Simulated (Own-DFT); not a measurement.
# Computed records: GaAs (zincblende with one plane slipped along a stacking-fault path, atoms displaced)

A calculation, not a measurement: plane-wave PBE density functional theory by an unreviewed code, no spin, of a simulated periodic cell, stress positive in tension, free energy of the whole cell less one offset for each atom, forces on such cells passed a denser k mesh, this cell's mesh not checked; offsets are fitted by least squares, one for each functional and potential file, so energies compare only between cells with the same atoms and settings and are not formation energies; the far tail of each file's local potential was reset to the Coulomb form; each entry is a single point on an unrelaxed cell, so the pressure reflects the starting lattice, mostly measured values (interpolated for alloys), from which strain is counted, and rises with the displacements; printed positions are rounded, which can move forces by about a meV/angstrom; the program, named Own-DFT, is a retired in-house code; no spin-orbit coupling. Program: Own-DFT development build.

Settings shared by all entries: functional PBE; potential files PseudoDojo norm-conserving, scalar-relativistic, standard set; wave cutoff 42 hartree; occupations Fermi-Dirac; smearing width 0.1 eV; k mesh 4 x 4 x 2 centred on Gamma.

(1) GaAs (zincblende with one plane slipped along a stacking-fault path, atoms displaced)

```xyz
48
Lattice="5.6533 -5.6533 0.0000 0.0000 5.6533 -5.6533 11.9190 11.9190 10.0817" Properties=species:S:1:pos:R:3 GaAs
Ga     0.0933    -0.0508    -0.0294
As     7.1067     1.4307    -4.2491
Ga     2.8585     2.8056     0.0734
As     4.2483     4.0746     1.3980
Ga     5.7698     2.8072     2.8469
As     7.0134     4.2737     4.3289
Ga     6.1993     6.2085     4.4691
As     7.6627     7.8024     5.8574
Ga     9.0345     9.1008     4.4448
As    10.4473    10.5001     5.8183
Ga    11.8250     9.0327     7.4366
As    13.4513    10.4879     8.6440
Ga    17.4611     9.1051     7.2733
As     6.9469    -1.3632    -1.5030
Ga     2.8804     5.6684    -2.8202
As     4.2418     6.9647    -1.4450
Ga     5.7193     5.5681     0.0521
As     7.0197     7.1275     1.5049
Ga     6.2848     9.0599     1.6348
As     7.6499    10.5927     2.9858
Ga     9.1709    11.9695     1.7153
As    10.4723    13.3734     3.0235
Ga    11.9799    11.9355     4.3910
As    13.3734    13.3035     5.8488
Ga    14.7802    14.6504     4.4471
As     4.2769     4.3045    -4.2302
Ga     5.7196     0.0701    -0.1058
As     7.2189     1.4375     1.3995
Ga     8.6462     0.1010     2.7511
As     9.9084     1.4355     4.3439
Ga     8.9850     3.5176     4.4558
As    10.5405     4.8939     5.8542
Ga    11.9042     6.2828     4.4625
As    13.3938     7.5668     5.7589
Ga    14.7069     6.2757     7.2852
As    16.0465     7.6053     8.6393
Ga     2.7871     0.0002    -2.7238
As     4.2652     1.3522    -1.3024
Ga     5.7688     2.8929    -2.9269
As     7.1826     4.2566    -1.3606
Ga     8.5449     2.7100     0.1417
As     9.9236     4.2009     1.3366
Ga     9.0580     6.3498     1.6308
As    10.5519     7.7916     3.0923
Ga    11.7738     9.0445     1.5594
As    13.3098    10.3520     3.0295
Ga    14.8033     9.1134     4.3852
As    16.2550    10.4885     5.8812
```

```
free energy of cell above offsets : -10.903 eV
pressure                          : 6.12 GPa
stress xx                         : -7.7 GPa
stress yy                         : -7.35 GPa
stress zz                         : -3.31 GPa
stress yz                         : 0.03 GPa
stress xz                         : -0.15 GPa
stress xy                         : 1.29 GPa
```

Force:
```csv
element,x (eV/Å),y (eV/Å),z (eV/Å)
Ga,-0.359,0.322,-0.016
As,-0.184,-0.596,-0.052
Ga,-0.937,-0.018,-1.537
As,0.96,1.5,0.834
Ga,-0.547,-0.432,0.114
As,-2.267,-2.952,-0.183
Ga,2.422,3.501,0.395
As,-0.077,-1.684,0.2
Ga,-0.002,0.807,-0.381
As,0.826,0.185,0.584
Ga,1.518,1.169,-2.406
As,-1.207,-1.137,0.747
Ga,0.737,-1.218,0.203
As,1.579,-0.815,0.457
Ga,-0.828,-0.491,-0.343
As,0.98,0.793,1.001
Ga,-0.385,0.186,-0.242
As,-1.225,-4.472,-0.218
Ga,0.903,4.213,0.392
As,0.115,-0.552,0.117
Ga,-0.888,-0.207,-1.409
As,0.419,-1.028,1.31
Ga,-0.324,-0.633,0.278
As,-0.591,0.255,0.612
Ga,0.242,0.907,0.395
As,0.176,-0.457,-0.7
Ga,0.311,-0.585,1.67
As,-1.98,-1.246,0.78
Ga,-0.165,-1.134,0.744
As,-3.189,-0.272,0.205
Ga,3.924,0.479,-0.117
As,-1.044,0.175,-0.045
Ga,0.113,-0.042,-0.496
As,-0.38,1.458,1.004
Ga,-0.532,-1.343,-0.53
As,1.557,0.196,0.615
Ga,1.232,0.448,-1.09
As,-0.548,1.627,-1.642
Ga,-0.605,0.048,1.258
As,0.39,-0.289,-0.497
Ga,0.819,1.239,-2.334
As,-2.041,0.318,0.503
Ga,2.893,0.333,0.035
As,-0.989,-1.214,-0.025
Ga,1.073,0.552,0.045
As,-0.331,1.133,-0.655
Ga,-0.25,0.099,1.274
As,-1.312,0.874,-0.853
```

(2) GaAs (zincblende with one plane slipped along a stacking-fault path, atoms displaced)

```xyz
48
Lattice="5.6533 -5.6533 0.0000 0.0000 5.6533 -5.6533 11.9190 11.9190 10.0817" Properties=species:S:1:pos:R:3 GaAs
Ga     0.0277     5.6184    -5.5792
As     7.1061     1.4359    -4.2008
Ga     2.8827     2.8187     0.0005
As     4.2523     4.2002     1.4559
Ga     5.6292     2.7475     2.7396
As     7.0735     4.3050     4.2249
Ga     6.2851     6.2234     4.4132
As     7.7849     7.6507     5.8458
Ga     8.9915     9.0667     4.4597
As    10.4281    10.5094     5.7241
Ga    11.9043     9.0619     7.2889
As    13.4731    10.5235     8.7205
Ga     0.0621     2.7660    -2.7690
As     7.0916    -1.3841    -1.3541
Ga     2.7734     5.6089    -2.7938
As     4.2006     7.0574    -1.4119
Ga     5.7425     5.7480     0.0230
As     7.1224     7.0221     1.3241
Ga     6.2520     9.1292     1.6189
As     7.6952    10.5586     3.1266
Ga     9.0715    11.8788     1.6785
As    10.5512    13.4062     3.0179
Ga    11.9916    11.9190     4.3471
As    13.3280    13.2531     5.8533
Ga     2.7579     2.8520    -5.5208
As     4.2345     4.2052    -4.2571
Ga     5.5993    -0.0473    -0.0845
As     7.0688     1.3910     1.4212
Ga     8.3686     0.0712     2.7268
As     9.8483     1.2771     4.2581
Ga     9.0585     3.3806     4.6000
As    10.4799     4.7473     5.7815
Ga    11.8475     6.2415     4.3438
As    13.3799     7.6843     5.9155
Ga    14.7310     6.2052     7.3559
As    16.2139     7.7246     8.7441
Ga    14.8203    11.8674     7.2314
As     4.2421     1.4196    -1.3633
Ga     5.6237     2.8814    -3.0281
As     7.0205     4.2436    -1.3912
Ga     8.5054     2.8525    -0.0283
As     9.9481     4.3074     1.3487
Ga     9.1813     6.2316     1.6682
As    10.4261     7.7048     3.0776
Ga    11.9684     9.1147     1.6154
As    13.3040    10.5388     3.0867
Ga    14.7992     9.0099     4.3719
As    16.1115    10.4061     5.7661
```

```
free energy of cell above offsets : -11.910 eV
pressure                          : 5.85 GPa
stress xx                         : -6.8 GPa
stress yy                         : -7.19 GPa
stress zz                         : -3.57 GPa
stress yz                         : -0.24 GPa
stress xz                         : -0.23 GPa
stress xy                         : 2.15 GPa
```

Force:
```csv
element,x (eV/Å),y (eV/Å),z (eV/Å)
Ga,0.12,0.117,-0.411
As,-0.013,-0.408,-0.454
Ga,-0.245,0.198,0.412
As,-0.146,0.992,-0.591
Ga,0.136,0.481,1.147
As,-0.674,-4.398,-0.847
Ga,0.76,4.029,0.3
As,-1.393,-0.409,0.681
Ga,0.683,0.356,-0.16
As,0.842,0.185,1.052
Ga,0.629,1.352,-0.792
As,-1.372,-0.122,-0.346
Ga,-0.313,0.442,-0.409
As,-0.109,-0.908,-0.383
Ga,0.623,0.373,-0.133
As,0.462,-0.228,-0.005
Ga,-1.327,-1.113,-0.59
As,-0.991,0.394,0.736
Ga,3.069,0.239,0.449
As,-0.387,-0.705,-1.062
Ga,0.951,0.066,-0.479
As,-0.128,-1.483,-0.354
Ga,-1.363,0.569,1.072
As,0.091,0.109,0.418
Ga,0.42,-0.766,-0.733
As,-0.765,1.325,-0.2
Ga,0.254,0.418,0.879
As,-0.733,0.596,-1.667
Ga,1.104,-1.626,1.295
As,-1.83,-0.536,0.036
Ga,0.911,-0.007,-0.437
As,0.741,1.225,1.289
Ga,0.119,0.688,1.369
As,-0.525,-0.53,-0.628
Ga,0.785,0.622,-0.554
As,-0.634,-0.588,0.253
Ga,0.117,0.211,0.123
As,0.228,0.203,-1.505
Ga,0.714,-0.72,2.238
As,-0.031,-0.035,-0.772
Ga,-0.212,0.167,0.175
As,-1.852,-3.328,-0.793
Ga,0.207,3.276,0.352
As,0.686,0.434,-0.624
Ga,-0.24,-0.404,-0.173
As,0.783,-1.373,-0.684
Ga,-1.203,0.318,0.625
As,1.05,0.304,0.888
```

(3) GaAs (zincblende with one plane slipped along a stacking-fault path, atoms displaced)

```xyz
48
Lattice="5.6533 -5.6533 0.0000 0.0000 5.6533 -5.6533 11.9190 11.9190 10.0817" Properties=species:S:1:pos:R:3 GaAs
Ga    11.9186    17.5515     4.4204
As     7.0769     1.4040    -4.2401
Ga     2.7773     2.8120    -0.0503
As     4.2777     4.2433     1.5095
Ga     5.6541     2.8033     2.7945
As     7.0283     4.2728     4.2744
Ga     6.2578     6.2944     4.4163
As     7.7647     7.6384     5.8653
Ga     9.0745     9.0604     4.4002
As    10.4986    10.4853     5.8333
Ga    11.9257     9.0874     7.2710
As    13.3159    10.5382     8.7027
Ga    17.5198     9.1094     7.2520
As     7.0134    -1.3952    -1.4416
Ga     2.7810     5.6648    -2.8282
As     4.2303     7.0465    -1.3940
Ga     5.6640     5.5897    -0.0205
As     7.0848     7.0982     1.4551
Ga     6.2261     9.0794     1.6140
As     7.6355    10.5425     3.0037
Ga     9.0939    11.8802     1.5853
As    10.5051    13.3243     3.0333
Ga    11.9238    11.8942     4.4390
As    13.3626    13.3358     5.8415
Ga     2.8270    -2.7734     0.0036
As     4.2651     4.2250    -4.2043
Ga     5.7145     0.0155     0.0135
As     7.0446     1.4258     1.4477
Ga     8.4209     0.0088     2.8529
As     9.9076     1.4088     4.2754
Ga     9.1376     3.4916     4.4571
As    10.5571     4.8251     5.8602
Ga    11.9297     6.2606     4.4522
As    13.3122     7.6104     5.8978
Ga    14.7861     6.2401     7.2725
As    16.1430     7.6605     8.6448
Ga     2.8295    -0.0173    -2.7838
As     4.2809     1.4244    -1.4240
Ga     5.6896     2.7681    -2.7955
As     7.0518     4.2698    -1.4018
Ga     8.5136     2.8316     0.0183
As     9.9050     4.2401     1.4248
Ga     9.1055     6.2370     1.6093
As    10.4684     7.7099     3.0197
Ga    11.9538     9.1016     1.5860
As    13.3254    10.5118     3.0209
Ga    14.7136     9.0933     4.4122
As    16.2102    10.5136     5.8606
```

```
free energy of cell above offsets : -13.866 eV
pressure                          : 5.28 GPa
stress xx                         : -6.48 GPa
stress yy                         : -6.6 GPa
stress zz                         : -2.76 GPa
stress yz                         : -0.12 GPa
stress xz                         : -0.03 GPa
stress xy                         : 1.9 GPa
```

Force:
```csv
element,x (eV/Å),y (eV/Å),z (eV/Å)
Ga,-0.177,0.548,0.202
As,-0.18,0.027,-0.349
Ga,0.598,0.442,0.401
As,-0.922,0.021,-1.007
Ga,0.019,0.145,0.946
As,-0.89,-2.897,0.043
Ga,2.509,1.99,-0.032
As,-0.82,0.381,-0.329
Ga,-0.194,0.599,0.136
As,0.069,-0.179,-0.036
Ga,-0.091,-0.026,0.006
As,0.155,-0.405,-0.402
Ga,0.512,-0.592,-0.029
As,0.306,-0.231,0.124
Ga,0.533,-0.219,0.06
As,0.074,-0.059,-0.137
Ga,-0.282,0.745,0.794
As,-1.78,-2.615,-0.273
Ga,2.491,1.917,0.034
As,0.28,-0.439,0.088
Ga,0.52,-0.033,0.435
As,-0.095,-0.105,-0.098
Ga,-0.016,0.323,0.157
As,-0.222,0.026,0.163
Ga,0.19,-0.379,0.064
As,0.102,0.237,-0.071
Ga,-0.669,-0.114,0.177
As,0.55,-0.007,-0.447
Ga,0.673,0.175,0.008
As,-2.985,-1.162,0.064
Ga,0.936,1.425,-0.366
As,-0.144,0.369,-0.037
Ga,-0.357,0.359,-0.239
As,0.387,0.614,-0.249
Ga,-0.242,-0.158,-0.14
As,0.095,0.333,0.494
Ga,0.181,0.221,-0.343
As,-0.379,-0.351,0.476
Ga,-0.017,0.571,-0.288
As,0.329,-0.868,-0.05
Ga,-0.291,0.037,-0.047
As,-2.406,-1.986,0.004
Ga,1.459,2.52,-0.028
As,0.762,-0.414,-0.218
Ga,0.174,-0.53,0.238
As,0.091,-0.027,-0.079
Ga,0.144,-0.214,0.545
As,-0.975,-0.01,-0.364
```
